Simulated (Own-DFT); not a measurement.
## Calculated data, Al3GaN4 (wurtzite random alloy, atoms displaced)

Computed with Own-DFT development build. A calculation, not a measurement: plane-wave PBE density functional theory by an unreviewed code, no spin, of a simulated periodic cell, stress positive in tension, free energy of the whole cell less one offset for each atom, forces on such cells passed a denser k mesh, this cell's mesh not checked; offsets are fitted by least squares, one for each functional and potential file, so energies compare only between cells with the same atoms and settings and are not formation energies; the far tail of each file's local potential was reset to the Coulomb form; each entry is a single point on an unrelaxed cell, so the pressure reflects the starting lattice, mostly measured values, from which strain is counted, and rises with the displacements; printed positions are rounded, which can move forces by about a meV/angstrom; the program is a retired in-house code; no spin-orbit coupling.

```yaml
- formula: Al3GaN4
  kind: "wurtzite random alloy, atoms displaced"
  structure:
    cell_angstrom: [[9.3938, 0.0, 0.0], [-4.6969, 8.1352, 0.0], [0.0, 0.0, 10.0655]]
    atoms_fractional:
      - [Al, 0.10433, 0.20624, 0.99791]
      - [Al, 0.2067, 0.12075, 0.24574]
      - ["N", 0.11292, 0.23223, 0.19101]
      - ["N", 0.22607, 0.11134, 0.4277]
      - [Al, 0.12653, 0.23758, 0.51561]
      - [Ga, 0.20226, 0.09321, 0.73766]
      - ["N", 0.11379, 0.22287, 0.69829]
      - ["N", 0.22325, 0.10667, 0.9266]
      - [Al, 0.12041, 0.55599, 0.00858]
      - [Al, 0.21115, 0.44052, 0.23958]
      - ["N", 0.10036, 0.54556, 0.17558]
      - ["N", 0.20932, 0.44294, 0.44565]
      - [Al, 0.11492, 0.54737, 0.50094]
      - [Ga, 0.21016, 0.42702, 0.75619]
      - ["N", 0.09951, 0.56273, 0.69655]
      - ["N", 0.21855, 0.42585, 0.94388]
      - [Al, 0.10031, 0.88576, 0.99674]
      - [Al, 0.20524, 0.75068, 0.24364]
      - ["N", 0.10225, 0.88893, 0.19044]
      - ["N", 0.24553, 0.78945, 0.45455]
      - [Al, 0.1031, 0.8854, 0.49976]
      - [Al, 0.21077, 0.78678, 0.75651]
      - ["N", 0.10883, 0.89484, 0.69385]
      - ["N", 0.21908, 0.77356, 0.93585]
      - [Al, 0.44674, 0.23626, 0.00781]
      - [Ga, 0.54558, 0.11915, 0.24044]
      - ["N", 0.45208, 0.22773, 0.18516]
      - ["N", 0.56305, 0.11089, 0.43933]
      - [Al, 0.44794, 0.2231, 0.50014]
      - [Ga, 0.55508, 0.10447, 0.73823]
      - ["N", 0.42581, 0.20472, 0.70191]
      - ["N", 0.56245, 0.10845, 0.94058]
      - [Al, 0.4481, 0.5472, 0.9997]
      - [Al, 0.56488, 0.45346, 0.24484]
      - ["N", 0.45094, 0.56204, 0.19016]
      - ["N", 0.56086, 0.43416, 0.4384]
      - [Al, 0.45717, 0.55256, 0.49552]
      - [Al, 0.57056, 0.4386, 0.76313]
      - ["N", 0.4268, 0.5412, 0.68867]
      - ["N", 0.56544, 0.44803, 0.94394]
      - [Al, 0.44821, 0.89051, 0.98064]
      - [Al, 0.5415, 0.77563, 0.25729]
      - ["N", 0.44314, 0.88794, 0.18711]
      - ["N", 0.5506, 0.78162, 0.43042]
      - [Al, 0.45713, 0.89824, 0.49984]
      - [Ga, 0.56828, 0.78272, 0.74879]
      - ["N", 0.42984, 0.88494, 0.6847]
      - ["N", 0.53779, 0.76232, 0.95593]
      - [Al, 0.77003, 0.22827, 0.9987]
      - [Ga, 0.89569, 0.11136, 0.2629]
      - ["N", 0.76401, 0.22464, 0.18117]
      - ["N", 0.88886, 0.11293, 0.43465]
      - [Ga, 0.78085, 0.21888, 0.50275]
      - [Al, 0.88925, 0.12848, 0.73411]
      - ["N", 0.76038, 0.21826, 0.69661]
      - ["N", 0.88525, 0.11112, 0.94061]
      - [Ga, 0.78053, 0.54269, 0.00522]
      - [Al, 0.89631, 0.44797, 0.24582]
      - ["N", 0.77893, 0.56166, 0.17829]
      - ["N", 0.87168, 0.42853, 0.44643]
      - [Al, 0.78098, 0.56134, 0.50005]
      - [Al, 0.8934, 0.44197, 0.73735]
      - ["N", 0.77521, 0.54613, 0.67763]
      - ["N", 0.9012, 0.45935, 0.93999]
      - [Al, 0.77011, 0.872, 0.9869]
      - [Al, 0.88938, 0.76304, 0.25704]
      - ["N", 0.76441, 0.89398, 0.18694]
      - ["N", 0.89224, 0.77139, 0.44759]
      - [Al, 0.76994, 0.89532, 0.49579]
      - [Ga, 0.87971, 0.76427, 0.75654]
      - ["N", 0.7848, 0.87831, 0.71007]
      - ["N", 0.87814, 0.76519, 0.9397]
  settings:
    functional: PBE
    potential_files: "PseudoDojo norm-conserving, scalar-relativistic, standard set with the stringent files for Ga"
    "wave_cutoff [hartree]": 96.0
    occupations: Gaussian
    "smearing_width [eV]": 0.01
    k_mesh: "4 x 4 x 3 centred on Gamma"
  results:
    "free_energy_of_cell_above_offsets [eV]": "-12.419"
    "pressure [GPa]": 9.44
    "stress_xx [GPa]": -8.72
    "stress_yy [GPa]": -10.17
    "stress_zz [GPa]": -9.42
    "stress_yz [GPa]": -0.09
    "stress_xz [GPa]": 0.73
    "stress_xy [GPa]": -0.01
    force_element: [Al, Al, "N", "N", Al, Ga, "N", "N", Al, Al, "N", "N", Al, Ga, "N", "N", Al, Al, "N", "N", Al, Al, "N", "N", Al, Ga, "N", "N", Al, Ga, "N", "N", Al, Al, "N", "N", Al, Al, "N", "N", Al, Al, "N", "N", Al, Ga, "N", "N", Al, Ga, "N", "N", Ga, Al, "N", "N", Ga, Al, "N", "N", Al, Al, "N", "N", Al, Al, "N", "N", Al, Ga, "N", "N"]
    "force_x [eV/angstrom]": [-0.732, 3.643, -0.402, -1.038, 0.166, 1.247, -2.629, -0.426, -0.158, 1.927, 0.736, 3.548, -3.202, -0.344, 2.609, -0.006, 1.225, 1.05, 0.719, -3.906, 2.935, 1.936, -0.592, -0.323, 0.578, 3.148, -4.936, -1.531, 0.23, -3.887, 1.567, -2.156, -1.548, -0.592, -1.007, -0.883, -1.9, -2.536, 2.945, -1.179, -1.201, 1.048, -1.853, 1.935, -0.796, -3.605, 1.635, 1.922, 2.594, -2.212, 2.159, 1.883, -1.426, 1.031, 4.666, -0.072, -0.217, -2.68, 0.896, 1.771, 0.304, -2.266, -0.322, 1.644, -1.821, -2.065, 2.019, -1.97, 1.529, 2.678, -2.447, 0.942]
    "force_y [eV/angstrom]": [0.133, -1.838, -0.85, 0.458, -1.82, 4.533, -2.088, 0.022, -0.256, 1.56, -0.03, -0.675, 3.232, 4.556, -0.132, 1.477, 0.145, 5.389, -0.352, -2.997, 0.993, -1.504, -5.795, 0.456, -3.057, -3.254, 2.295, 0.267, -1.586, -1.558, 3.078, 0.838, 0.089, -1.032, -1.725, 1.976, 0.086, -1.035, 1.062, -0.742, -0.108, 1.524, -1.295, -1.006, -0.378, -2.467, -0.743, 0.626, -0.281, -0.745, 1.784, -0.415, -0.538, -2.657, 2.391, -0.397, 1.559, -2.664, -0.685, 4.238, -2.358, 0.123, -0.369, -2.603, 2.461, 2.64, -1.435, 0.921, -1.349, -1.08, 4.262, 0.725]
    "force_z [eV/angstrom]": [-0.454, 0.298, -1.504, 2.534, -2.615, 2.951, -2.857, 3.453, -6.152, 1.567, 4.361, -2.356, 1.942, 0.956, -1.716, 1.618, 0.402, 1.206, -0.164, -2.363, 0.026, -1.38, -2.863, 1.514, -2.753, 1.786, 0.197, 0.4, 0.504, 2.867, -2.464, -0.66, 0.287, 0.648, 0.57, -0.816, 0.821, -2.432, -0.577, -0.277, 2.795, -3.967, -0.531, 3.75, 0.007, 0.881, 0.705, -2.547, -0.347, -5.61, 1.285, 5.679, -0.467, 3.784, -1.762, -1.198, -2.218, 0.741, 5.165, -2.084, -0.5, 2.335, 2.336, -1.566, 2.364, -1.062, 0.614, -1.269, 0.145, -0.741, -4.109, 0.884]
```
